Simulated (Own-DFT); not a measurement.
SiC (2H silicon carbide, atoms displaced) (calculated)

All values are calculated (Own-DFT development build). A calculation, not a measurement: plane-wave PBE density functional theory by an unreviewed code, no spin, of a simulated periodic cell, stress positive in tension, free energy of the whole cell less one offset for each atom, forces on such cells passed a denser k mesh, this cell's mesh not checked; offsets are fitted by least squares, one for each functional and potential file, so energies compare only between cells with the same atoms and settings and are not formation energies; the far tail of each file's local potential was reset to the Coulomb form; each entry is a single point on an unrelaxed cell, so the pressure reflects the starting lattice, mostly measured values (interpolated for alloys), from which strain is counted, and rises with the displacements; printed positions are rounded, which can move forces by about a meV/angstrom; the program, named Own-DFT, is a retired in-house code; no spin-orbit coupling.

Settings shared by all entries: functional PBE; potential files PseudoDojo norm-conserving, scalar-relativistic, standard set; wave cutoff 42 hartree; occupations Fermi-Dirac; smearing width 0.1 eV; hardware one NVIDIA H100; k mesh 4 x 4 x 3 centred on Gamma.

(1) 
```cif
# cell vector a (Å): 9.2481 0.0000 0.0000
# cell vector b (Å): -4.6241 8.0091 0.0000
# cell vector c (Å): 0.0000 0.0000 10.0681
data_SiC
_symmetry_space_group_name_H-M 'P 1'
_symmetry_Int_Tables_number 1
_cell_length_a 9.2481
_cell_length_b 9.2481
_cell_length_c 10.0681
_cell_angle_alpha 90.000
_cell_angle_beta 90.000
_cell_angle_gamma 120.000
_cell_volume 745.73
loop_
_atom_site_label
_atom_site_type_symbol
_atom_site_fract_x
_atom_site_fract_y
_atom_site_fract_z
_atom_site_occupancy
Si1 Si 0.00910 0.00543 0.00062 1
Si2 Si 0.11346 0.22669 0.25327 1
C1 C 0.99616 0.99849 0.18267 1
C2 C 0.10542 0.21700 0.44313 1
Si3 Si 0.00504 0.00420 0.49890 1
Si4 Si 0.11811 0.22393 0.75263 1
C3 C 0.00009 0.00331 0.69148 1
C4 C 0.11372 0.22245 0.93372 1
Si5 Si 0.00751 0.33186 0.99549 1
Si6 Si 0.11431 0.55499 0.25224 1
C5 C 0.00064 0.32972 0.18809 1
C6 C 0.11750 0.55873 0.43142 1
Si7 Si 0.99669 0.33451 0.50211 1
Si8 Si 0.10802 0.55247 0.74947 1
C7 C 0.00097 0.33017 0.68915 1
C8 C 0.10674 0.55558 0.93218 1
Si9 Si 0.99860 0.66675 0.00271 1
Si10 Si 0.11233 0.88905 0.25544 1
C9 C 0.99777 0.66323 0.19043 1
C10 C 0.11562 0.89331 0.43219 1
Si11 Si 0.00249 0.66854 0.49581 1
Si12 Si 0.11882 0.89253 0.75290 1
C11 C 0.99728 0.66985 0.68240 1
C12 C 0.11567 0.89421 0.94303 1
Si13 Si 0.33489 0.00011 0.99850 1
Si14 Si 0.44672 0.22690 0.25215 1
C13 C 0.33231 0.00026 0.18814 1
C14 C 0.44886 0.22071 0.43988 1
Si15 Si 0.33271 0.99916 0.50368 1
Si16 Si 0.44707 0.21283 0.75353 1
C15 C 0.32879 0.99572 0.68575 1
C16 C 0.44495 0.22326 0.93509 1
Si17 Si 0.33707 0.33213 0.99707 1
Si18 Si 0.44326 0.56097 0.25157 1
C17 C 0.33606 0.33273 0.18451 1
C18 C 0.43940 0.54934 0.43790 1
Si19 Si 0.33197 0.33242 0.49911 1
Si20 Si 0.44543 0.55325 0.75324 1
C19 C 0.32903 0.32770 0.68577 1
C20 C 0.44116 0.54826 0.94021 1
Si21 Si 0.33539 0.66816 0.00065 1
Si22 Si 0.44531 0.88875 0.24963 1
C21 C 0.32815 0.66130 0.18698 1
C22 C 0.44315 0.88953 0.43830 1
Si23 Si 0.32972 0.66629 0.50260 1
Si24 Si 0.44570 0.89120 0.75070 1
C23 C 0.34005 0.66945 0.68536 1
C24 C 0.43954 0.88791 0.93239 1
Si25 Si 0.66399 0.99803 0.99499 1
Si26 Si 0.77727 0.22632 0.25375 1
C25 C 0.67130 0.00506 0.19540 1
C26 C 0.77704 0.22159 0.43986 1
Si27 Si 0.66590 0.00501 0.49848 1
Si28 Si 0.77781 0.21811 0.74819 1
C27 C 0.67317 0.00388 0.68893 1
C28 C 0.78000 0.22024 0.93321 1
Si29 Si 0.66424 0.33177 0.00036 1
Si30 Si 0.77936 0.55253 0.24738 1
C29 C 0.66537 0.32745 0.18964 1
C30 C 0.78440 0.56031 0.43484 1
Si31 Si 0.67047 0.32835 0.50213 1
Si32 Si 0.77724 0.55930 0.74917 1
C31 C 0.67364 0.33805 0.69112 1
C32 C 0.77940 0.55924 0.94055 1
Si33 Si 0.66295 0.66121 0.99882 1
Si34 Si 0.77733 0.89080 0.24795 1
C33 C 0.66975 0.66603 0.18818 1
C34 C 0.78364 0.89237 0.44078 1
Si35 Si 0.66705 0.66534 0.49924 1
Si36 Si 0.78044 0.88914 0.74894 1
C35 C 0.67192 0.66558 0.68886 1
C36 C 0.77050 0.88513 0.93544 1
_calc_free_energy_of_cell_above_offsets '-10.298'  # eV
_calc_pressure 3.88  # GPa
_calc_stress_xx -2.9  # GPa
_calc_stress_yy -2.21  # GPa
_calc_stress_zz -6.52  # GPa
_calc_stress_yz 0.29  # GPa
_calc_stress_xz 0.21  # GPa
_calc_stress_xy 0.16  # GPa
_calc_wall_time 367.2  # s
```

Force:
| element | x (eV/Å) | y (eV/Å) | z (eV/Å) |
| --- | --- | --- | --- |
| Si | -1.784 | -0.911 | -0.433 |
| Si | 0.356 | -1.335 | -0.548 |
| C | 0.912 | 0.654 | 1.582 |
| C | 0.354 | 1.828 | -1.194 |
| Si | -0.333 | -1.39 | 1.025 |
| Si | -1.147 | -0.549 | -1.212 |
| C | 1.274 | -0.353 | -0.512 |
| C | 0.715 | 0.151 | 1.02 |
| Si | -1.69 | 0.239 | 0.656 |
| Si | -1.039 | -0.569 | -1.552 |
| C | -0.462 | 0.88 | -0.134 |
| C | -0.998 | -0.715 | 2.04 |
| Si | 1.071 | 0.024 | -0.077 |
| Si | 0.03 | 0.745 | -0.969 |
| C | -0.113 | 0.548 | -0.179 |
| C | 0.905 | 0.132 | 1.452 |
| Si | 0.36 | 0.271 | -0.098 |
| Si | -0.551 | 0.096 | -2.644 |
| C | 0.858 | 0.465 | -0.249 |
| C | -0.135 | -0.23 | 2.328 |
| Si | -0.036 | 0.352 | 0.012 |
| Si | -2.127 | -0.926 | -0.117 |
| C | 1.152 | -0.074 | 0.917 |
| C | 0.151 | -0.984 | -1.045 |
| Si | -0.217 | 0.25 | 1.063 |
| Si | 0.08 | -1.171 | -0.095 |
| C | 0.484 | 0.153 | -0.122 |
| C | -0.71 | 0.314 | 0.145 |
| Si | 0.097 | 0.191 | -1.552 |
| Si | -0.926 | 1.792 | -1.634 |
| C | 1.32 | 0.554 | 0.776 |
| C | 0.591 | -0.634 | 0.743 |
| Si | -0.881 | -0.472 | 0.666 |
| Si | 1.413 | -1.162 | -0.503 |
| C | -0.539 | 0.547 | 0.78 |
| C | 0.08 | 1.256 | 0.13 |
| Si | 0.337 | -0.641 | 0.331 |
| Si | 0.136 | -0.129 | -1.054 |
| C | 1.634 | 0.79 | 0.653 |
| C | -0.271 | 1.184 | -0.434 |
| Si | -0.741 | -0.787 | -0.734 |
| Si | -0.379 | 0.307 | 0.106 |
| C | 0.521 | 1.489 | -0.169 |
| C | 0.202 | -0.283 | 0.19 |
| Si | 1.333 | 0.246 | -0.684 |
| Si | 0.63 | -0.537 | -1.269 |
| C | -0.817 | -0.513 | 1.17 |
| C | 0.712 | 0.013 | 1.346 |
| Si | 0.316 | 0.502 | 1.046 |
| Si | 1.159 | -0.642 | -0.651 |
| C | -0.956 | -0.743 | -1.668 |
| C | 0.429 | 0.546 | -0.318 |
| Si | 1.039 | -1.504 | 0.481 |
| Si | 0.258 | 1.247 | 0.414 |
| C | -1.125 | -1.029 | -0.716 |
| C | -0.374 | 0.261 | 1.093 |
| Si | 1.246 | 0.187 | -0.286 |
| Si | -0.631 | 0.169 | 0.509 |
| C | -0.507 | 0.998 | -0.586 |
| C | -0.469 | -1.309 | 0.35 |
| Si | -1.34 | 1.771 | 0.129 |
| Si | 1.283 | -0.428 | 0.555 |
| C | -0.459 | -1.192 | -0.4 |
| C | 0.047 | -0.816 | -0.547 |
| Si | 0.032 | 1.14 | 0.531 |
| Si | 0.804 | -0.337 | 0.589 |
| C | -0.975 | 0.001 | -0.039 |
| C | -0.964 | -0.435 | -0.544 |
| Si | 0.093 | 0.231 | -0.11 |
| Si | -0.157 | -0.132 | 0.156 |
| C | -1.73 | 0.264 | -0.391 |
| C | 1.17 | 0.14 | 0.484 |

(2) 
```cif
# cell vector a (Å): 9.2481 0.0000 0.0000
# cell vector b (Å): -4.6241 8.0091 0.0000
# cell vector c (Å): 0.0000 0.0000 10.0681
data_SiC
_symmetry_space_group_name_H-M 'P 1'
_symmetry_Int_Tables_number 1
_cell_length_a 9.2481
_cell_length_b 9.2481
_cell_length_c 10.0681
_cell_angle_alpha 90.000
_cell_angle_beta 90.000
_cell_angle_gamma 120.000
_cell_volume 745.73
loop_
_atom_site_label
_atom_site_type_symbol
_atom_site_fract_x
_atom_site_fract_y
_atom_site_fract_z
_atom_site_occupancy
Si1 Si 0.99883 0.00109 0.99900 1
Si2 Si 0.11324 0.22303 0.25039 1
C1 C 0.99966 0.99467 0.18218 1
C2 C 0.11550 0.23050 0.44000 1
Si3 Si 0.99762 0.99487 0.49970 1
Si4 Si 0.10848 0.22084 0.75139 1
C3 C 0.00815 0.00216 0.68655 1
C4 C 0.11099 0.21909 0.93775 1
Si5 Si 0.99836 0.32898 0.00079 1
Si6 Si 0.11262 0.55856 0.24910 1
C5 C 0.99822 0.32858 0.18551 1
C6 C 0.11060 0.55939 0.43535 1
Si7 Si 0.00303 0.33453 0.50407 1
Si8 Si 0.11313 0.56001 0.74838 1
C7 C 0.99932 0.33429 0.68876 1
C8 C 0.11147 0.55424 0.93150 1
Si9 Si 0.00620 0.67400 0.99943 1
Si10 Si 0.11354 0.88770 0.24739 1
C9 C 0.99616 0.66296 0.18722 1
C10 C 0.10498 0.88188 0.43389 1
Si11 Si 0.00551 0.67229 0.50333 1
Si12 Si 0.11408 0.88718 0.75068 1
C11 C 0.99625 0.66763 0.69083 1
C12 C 0.11388 0.88758 0.93378 1
Si13 Si 0.32955 0.99722 0.99749 1
Si14 Si 0.44575 0.22072 0.25252 1
C13 C 0.33932 0.99740 0.18323 1
C14 C 0.45449 0.23202 0.44022 1
Si15 Si 0.33931 0.00231 0.50239 1
Si16 Si 0.44964 0.22401 0.74761 1
C15 C 0.32704 0.99876 0.68989 1
C16 C 0.43638 0.21723 0.93579 1
Si17 Si 0.33374 0.33151 0.00020 1
Si18 Si 0.44583 0.55265 0.25109 1
C17 C 0.32713 0.32991 0.18065 1
C18 C 0.44964 0.55723 0.43486 1
Si19 Si 0.33732 0.34054 0.50152 1
Si20 Si 0.44260 0.56016 0.74772 1
C19 C 0.32579 0.33092 0.68785 1
C20 C 0.44198 0.55166 0.93797 1
Si21 Si 0.33325 0.67315 0.00170 1
Si22 Si 0.44851 0.89120 0.24752 1
C21 C 0.33854 0.66569 0.18531 1
C22 C 0.44559 0.88589 0.43719 1
Si23 Si 0.33019 0.67125 0.50523 1
Si24 Si 0.44211 0.88819 0.75452 1
C23 C 0.34082 0.67559 0.68306 1
C24 C 0.44286 0.88986 0.93500 1
Si25 Si 0.67333 0.00613 0.99713 1
Si26 Si 0.77996 0.22265 0.24978 1
C25 C 0.66590 0.00214 0.18899 1
C26 C 0.78205 0.23015 0.43181 1
Si27 Si 0.66839 0.99742 0.50100 1
Si28 Si 0.78277 0.22318 0.75456 1
C27 C 0.66338 0.00297 0.68921 1
C28 C 0.77532 0.22105 0.93648 1
Si29 Si 0.67457 0.33697 0.00352 1
Si30 Si 0.78181 0.55940 0.25396 1
C29 C 0.66635 0.33167 0.18575 1
C30 C 0.78088 0.56701 0.43973 1
Si31 Si 0.66581 0.32997 0.50127 1
Si32 Si 0.77979 0.56567 0.74959 1
C31 C 0.67095 0.33891 0.68307 1
C32 C 0.77729 0.55317 0.93962 1
Si33 Si 0.66074 0.66116 0.99687 1
Si34 Si 0.77567 0.89022 0.24838 1
C33 C 0.66352 0.66253 0.18839 1
C34 C 0.77341 0.88419 0.44060 1
Si35 Si 0.67115 0.67204 0.49679 1
Si36 Si 0.77645 0.88828 0.75094 1
C35 C 0.66941 0.67386 0.68696 1
C36 C 0.77500 0.88468 0.94058 1
_calc_free_energy_of_cell_above_offsets '-10.156'  # eV
_calc_pressure 3.95  # GPa
_calc_stress_xx -2.34  # GPa
_calc_stress_yy -2.37  # GPa
_calc_stress_zz -7.12  # GPa
_calc_stress_yz 0.5  # GPa
_calc_stress_xz 0.34  # GPa
_calc_stress_xy -0.15  # GPa
_calc_wall_time 364.4  # s
```

Force:
| element | x (eV/Å) | y (eV/Å) | z (eV/Å) |
| --- | --- | --- | --- |
| Si | 0.601 | -0.729 | -0.494 |
| Si | -0.41 | -0.588 | -0.177 |
| C | -0.297 | 0.702 | 1.505 |
| C | 0.386 | -1.503 | -0.572 |
| Si | 0.219 | 1.103 | -0.183 |
| Si | 0.376 | 0.068 | -0.28 |
| C | -1.402 | -0.708 | 0.46 |
| C | -0.591 | 0.302 | -0.068 |
| Si | 0.314 | 0.772 | -0.622 |
| Si | 0.41 | -0.608 | -0.391 |
| C | 0.087 | 0.885 | 0.474 |
| C | 0.48 | -0.359 | 1.115 |
| Si | -0.844 | 0.425 | -1.142 |
| Si | 0.061 | -0.401 | -0.222 |
| C | 0.415 | 0.254 | 0.28 |
| C | -0.109 | 0.26 | 1.573 |
| Si | -0.439 | -1.772 | -0.208 |
| Si | -0.051 | -0.218 | -0.124 |
| C | 0.947 | 0.818 | -0.34 |
| C | 1.033 | 2.107 | 0.447 |
| Si | -0.951 | -1.204 | -0.514 |
| Si | -1.103 | 0.341 | -0.294 |
| C | 1.221 | 0.333 | -0.626 |
| C | -1.012 | 0.403 | 0.89 |
| Si | 0.619 | 0.839 | -0.081 |
| Si | -0.301 | 0.272 | -1.01 |
| C | -1.313 | 0.293 | 0.897 |
| C | -1.449 | -1.753 | -0.41 |
| Si | -0.9 | -0.152 | -0.677 |
| Si | -1.122 | 0.188 | 0.328 |
| C | 1.808 | 0.382 | -0.563 |
| C | 1.627 | 0.802 | 0.204 |
| Si | -0.327 | -0.084 | -1.083 |
| Si | -0.356 | -0.159 | -0.745 |
| C | 1.276 | 0.182 | 2.123 |
| C | -1.102 | 0.374 | 1.089 |
| Si | 0.107 | -0.522 | -0.047 |
| Si | 0.896 | -0.984 | 0.385 |
| C | 1.231 | 1.093 | 0.081 |
| C | -0.754 | 0.74 | -0.528 |
| Si | 0.817 | -1.43 | -0.799 |
| Si | -0.091 | -1.014 | 0.471 |
| C | -0.961 | 0.339 | 0.772 |
| C | -0.292 | 1.01 | -0.028 |
| Si | 1.185 | -0.767 | -2.539 |
| Si | -0.072 | 1.003 | -1.322 |
| C | -1.115 | -0.968 | 1.646 |
| C | 0.651 | 0.247 | 1.105 |
| Si | -0.931 | -1.511 | 0.714 |
| Si | -0.414 | 0.281 | -0.451 |
| C | 0.752 | 0.118 | -0.724 |
| C | 0.516 | -1.269 | 1.683 |
| Si | -0.77 | 1.064 | -0.24 |
| Si | -1.385 | 0.362 | -1.52 |
| C | 0.827 | -0.134 | 0.177 |
| C | 0.757 | 0.598 | 0.574 |
| Si | -1.776 | -0.835 | -0.935 |
| Si | -0.79 | -0.734 | -0.507 |
| C | 0.211 | 0.546 | 1.169 |
| C | 1.333 | -1.643 | 0.101 |
| Si | 0.909 | 2.098 | -0.657 |
| Si | -0.103 | -1.684 | 0.3 |
| C | 0.19 | -0.299 | 1.605 |
| C | 0.155 | 0.954 | -0.581 |
| Si | 0.507 | 0.13 | 1.023 |
| Si | 0.589 | -0.735 | -0.006 |
| C | 0.338 | 0.627 | -0.327 |
| C | 0.481 | 1.901 | -1.067 |
| Si | -0.694 | -1.209 | 0.86 |
| Si | 0.308 | 1.038 | -0.156 |
| C | -0.483 | -0.818 | -0.151 |
| C | 0.071 | 0.539 | -0.643 |

(3) 
```cif
# cell vector a (Å): 9.2481 0.0000 0.0000
# cell vector b (Å): -4.6241 8.0091 0.0000
# cell vector c (Å): 0.0000 0.0000 10.0681
data_SiC
_symmetry_space_group_name_H-M 'P 1'
_symmetry_Int_Tables_number 1
_cell_length_a 9.2481
_cell_length_b 9.2481
_cell_length_c 10.0681
_cell_angle_alpha 90.000
_cell_angle_beta 90.000
_cell_angle_gamma 120.000
_cell_volume 745.73
loop_
_atom_site_label
_atom_site_type_symbol
_atom_site_fract_x
_atom_site_fract_y
_atom_site_fract_z
_atom_site_occupancy
Si1 Si 0.00356 0.99346 0.99683 1
Si2 Si 0.11291 0.22718 0.25081 1
C1 C 0.00123 0.99764 0.18991 1
C2 C 0.10782 0.22278 0.43745 1
Si3 Si 0.00140 0.99633 0.50510 1
Si4 Si 0.11155 0.22341 0.75494 1
C3 C 0.00373 0.00377 0.68026 1
C4 C 0.11739 0.22211 0.93840 1
Si5 Si 0.00289 0.33502 0.00118 1
Si6 Si 0.10448 0.55183 0.25144 1
C5 C 0.99972 0.33177 0.18763 1
C6 C 0.10756 0.55241 0.43747 1
Si7 Si 0.00478 0.33321 0.49974 1
Si8 Si 0.11515 0.55613 0.75253 1
C7 C 0.00782 0.33258 0.68709 1
C8 C 0.11070 0.55514 0.94118 1
Si9 Si 0.00056 0.66273 0.00016 1
Si10 Si 0.11290 0.89402 0.24749 1
C9 C 0.00501 0.67042 0.18488 1
C10 C 0.11273 0.89552 0.44128 1
Si11 Si 0.99878 0.66305 0.49913 1
Si12 Si 0.11136 0.89318 0.74838 1
C11 C 0.99654 0.66087 0.68764 1
C12 C 0.11137 0.88579 0.93314 1
Si13 Si 0.34209 0.00321 0.00134 1
Si14 Si 0.44455 0.23169 0.25018 1
C13 C 0.33290 0.00101 0.18376 1
C14 C 0.44864 0.22577 0.43708 1
Si15 Si 0.33916 0.00237 0.50043 1
Si16 Si 0.44622 0.22710 0.75099 1
C15 C 0.32791 0.00211 0.69295 1
C16 C 0.44334 0.22522 0.93701 1
Si17 Si 0.32928 0.33179 0.99285 1
Si18 Si 0.45094 0.55903 0.25310 1
C17 C 0.34171 0.33674 0.18867 1
C18 C 0.44316 0.55034 0.43640 1
Si19 Si 0.33452 0.33015 0.50471 1
Si20 Si 0.44589 0.55129 0.74675 1
C19 C 0.33253 0.32956 0.68751 1
C20 C 0.44524 0.56310 0.93311 1
Si21 Si 0.33815 0.66669 0.00094 1
Si22 Si 0.44179 0.88738 0.24870 1
C21 C 0.33210 0.66358 0.18842 1
C22 C 0.43698 0.88614 0.43866 1
Si23 Si 0.33729 0.67061 0.49973 1
Si24 Si 0.44237 0.88821 0.74903 1
C23 C 0.33342 0.67054 0.68600 1
C24 C 0.44336 0.88960 0.93954 1
Si25 Si 0.67061 0.00223 0.99385 1
Si26 Si 0.77553 0.22256 0.25121 1
C25 C 0.65686 0.99419 0.18949 1
C26 C 0.77419 0.22176 0.43491 1
Si27 Si 0.66193 0.99743 0.49617 1
Si28 Si 0.78219 0.22684 0.74796 1
C27 C 0.66818 0.00340 0.68528 1
C28 C 0.77503 0.21446 0.93593 1
Si29 Si 0.66500 0.33323 0.00449 1
Si30 Si 0.77221 0.55086 0.24631 1
C29 C 0.67258 0.33368 0.18274 1
C30 C 0.77609 0.54947 0.43396 1
Si31 Si 0.66877 0.33328 0.50016 1
Si32 Si 0.77420 0.55449 0.75091 1
C31 C 0.67056 0.34206 0.68898 1
C32 C 0.77385 0.55036 0.93976 1
Si33 Si 0.66995 0.66346 0.99979 1
Si34 Si 0.77190 0.88220 0.25146 1
C33 C 0.66446 0.66536 0.18876 1
C34 C 0.77815 0.88890 0.44061 1
Si35 Si 0.66237 0.66729 0.49904 1
Si36 Si 0.77328 0.88282 0.75391 1
C35 C 0.66381 0.66228 0.69215 1
C36 C 0.77486 0.88568 0.94013 1
_calc_free_energy_of_cell_above_offsets '-10.241'  # eV
_calc_pressure 3.96  # GPa
_calc_stress_xx -3.01  # GPa
_calc_stress_yy -2.7  # GPa
_calc_stress_zz -6.16  # GPa
_calc_stress_yz 0.05  # GPa
_calc_stress_xz 0.3  # GPa
_calc_stress_xy 1.23  # GPa
_calc_wall_time 381.4  # s
```

Force:
| element | x (eV/Å) | y (eV/Å) | z (eV/Å) |
| --- | --- | --- | --- |
| Si | -0.852 | 0.599 | 0.961 |
| Si | 0.754 | -0.91 | -0.145 |
| C | -1.228 | 0.716 | -0.79 |
| C | 1.364 | -0.473 | 0.259 |
| Si | -1.062 | 1.065 | -2.291 |
| Si | 0.489 | -0.707 | -1.296 |
| C | -0.85 | -0.555 | 3.455 |
| C | -1.856 | -0.825 | 0.076 |
| Si | -0.29 | -0.827 | -0.266 |
| Si | 0.916 | 0.636 | -0.436 |
| C | -0.437 | -0.049 | 0.033 |
| C | 0.694 | 0.501 | 0.177 |
| Si | -1.139 | -0.158 | 0.009 |
| Si | -0.707 | -0.091 | -0.473 |
| C | -1.158 | 0.529 | 0.427 |
| C | 0.821 | -0.174 | -0.617 |
| Si | -0.516 | 0.742 | -0.328 |
| Si | 0.541 | -0.706 | 0.859 |
| C | -0.965 | -0.507 | 0.759 |
| C | 1.166 | -1.297 | -0.882 |
| Si | -0.387 | 0.635 | 0.006 |
| Si | -0.205 | -1.345 | -0.281 |
| C | 0.017 | 0.826 | 0.316 |
| C | 0.486 | -0.004 | 0.754 |
| Si | -1.614 | -0.233 | -0.84 |
| Si | 1.929 | -1.887 | -0.177 |
| C | 0.184 | 0.71 | 1.267 |
| C | -0.12 | -0.464 | 0.337 |
| Si | -1.681 | 0.168 | 0.516 |
| Si | 0.689 | -0.827 | -0.05 |
| C | 1.735 | 0.436 | -1.129 |
| C | 0.685 | -0.145 | 0.246 |
| Si | 1.485 | 1.527 | 1.705 |
| Si | -1.388 | -0.775 | -0.87 |
| C | -2.137 | 0.561 | -0.989 |
| C | -0.404 | 0.752 | 1.062 |
| Si | -0.779 | -0.068 | -1.346 |
| Si | -1.37 | 0.726 | 0.324 |
| C | -0.328 | 0.597 | 0.574 |
| C | 1.15 | -1.528 | 0.433 |
| Si | -1.174 | 0.459 | 0.256 |
| Si | -0.807 | -0.313 | -0.032 |
| C | 0.01 | -0.06 | 0.41 |
| C | 1.178 | 0.377 | -0.639 |
| Si | -0.776 | -1.428 | -0.258 |
| Si | -0.03 | 0.883 | 0.37 |
| C | 0.846 | -0.753 | 0.213 |
| C | 0.928 | -0.228 | -0.682 |
| Si | -0.836 | -1.351 | 1.662 |
| Si | 0.635 | -0.9 | -0.648 |
| C | 1.582 | 0.968 | -0.574 |
| C | 0.811 | -0.127 | 0.974 |
| Si | 0.471 | 0.464 | 0.448 |
| Si | -0.07 | -0.37 | -0.04 |
| C | -0.179 | -0.51 | 0.356 |
| C | 0.099 | 2.207 | 0.066 |
| Si | 0.384 | -0.746 | -1.929 |
| Si | 1.257 | 1.028 | 0.375 |
| C | -1.265 | -0.165 | 1.51 |
| C | -0.547 | 1.112 | 0.376 |
| Si | -0.26 | 0.265 | 0.043 |
| Si | 1.02 | 0.64 | 0.246 |
| C | 0.158 | -1.766 | -0.398 |
| C | 0.726 | 0.473 | -0.24 |
| Si | -1.351 | 0.187 | 0.139 |
| Si | 0.432 | 1.469 | -0.147 |
| C | 0.665 | -0.114 | -0.522 |
| C | -0.261 | -0.33 | -0.351 |
| Si | 1.348 | -0.565 | 0.294 |
| Si | 0.179 | 1.203 | -1.165 |
| C | 0.081 | 0.639 | -1.186 |
| C | 1.114 | 0.181 | -0.276 |
